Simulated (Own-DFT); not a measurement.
# How strain changes the stress of wurtzite GaN, 72 atoms (Ga36N36)

All numbers below are calculated, not measured. They come from Own-DFT, an in-house plane-wave density functional program, since retired, whose code no person has reviewed. Each row is one single-point run on a periodic cell that was not relaxed, without spin or spin-orbit coupling.

Settings of every run: PBE; PseudoDojo norm-conserving scalar-relativistic files (stringent for Ga); cutoff 96 hartree; 4 x 4 x 3 k mesh centred on Gamma; Gaussian smearing of 0.01 eV.

Known limits: forces not confirmed at this smearing and k mesh; stress not checked against mesh or cutoff.

Unstrained cell vectors in Å: (9.567, 0.000, 0.000); (-4.784, 8.285, 0.000); (0.000, 0.000, 10.370). The unstrained cell has measured lattice constants (interpolated for alloys), not those of this functional. That, the random moves and any unrelaxed bonds set the pressure at no strain. Each run strains this cell uniformly, with the atoms carried along. Every atom was also moved at random, by a Gaussian of width 0.05 Å on each axis. Strain is the symmetric tensor, in per cent. Stress is positive in tension, and the pressure is minus a third of its trace.

```
run  e_xx (%)  e_yy (%)  e_zz (%)  s_xx (GPa)  s_yy (GPa)  s_zz (GPa)  P (GPa)  E (meV/atom)
  1      0.00      0.00      0.75       -7.15       -6.24       -3.62     5.67          10.1
  2      0.00      0.00     -0.50       -5.93       -8.64      -10.20     8.25          18.7
  3      0.00      0.00      0.75       -6.29       -6.77       -3.72     5.59          15.5
  4      0.00      0.00      2.75       -3.54       -5.33        3.60     1.76           0.0
  5      0.00      0.00     -0.50       -6.48       -9.08       -8.12     7.89           9.6
  6      0.00      0.00     -1.25       -7.91       -7.84      -12.95     9.57          22.6
  7      0.00      0.00      1.75       -4.27       -6.50       -0.99     3.92          17.7
  8      0.00      0.00      2.75       -4.36       -4.55        2.80     2.04          12.5
  9      0.00      0.00      1.75       -2.90       -7.97       -0.39     3.75           9.7
 10      0.00      0.00     -1.25       -7.51       -7.03      -13.81     9.45          15.8
 11      0.00      0.00     -0.25           ?           ?           ?        ?             ?
```

E is the free energy for each atom above the lowest run shown.

## Worked fit

The change of volume is close to e_xx + e_yy + e_zz. A straight line through the runs shown gives P = 7.12 - 190 x (fractional change of volume) GPa, with an error of 3 on the slope and a scatter of 0.13 GPa. The strain isn't the same on all axes and the cell isn't cubic, so the slope belongs to this path and is not the bulk modulus.

## Withheld run

Question: what pressure should run 11 give? Its volume changes by -0.25 %.

The line gives 7.6 GPa. The calculation gave 7.48 GPa.
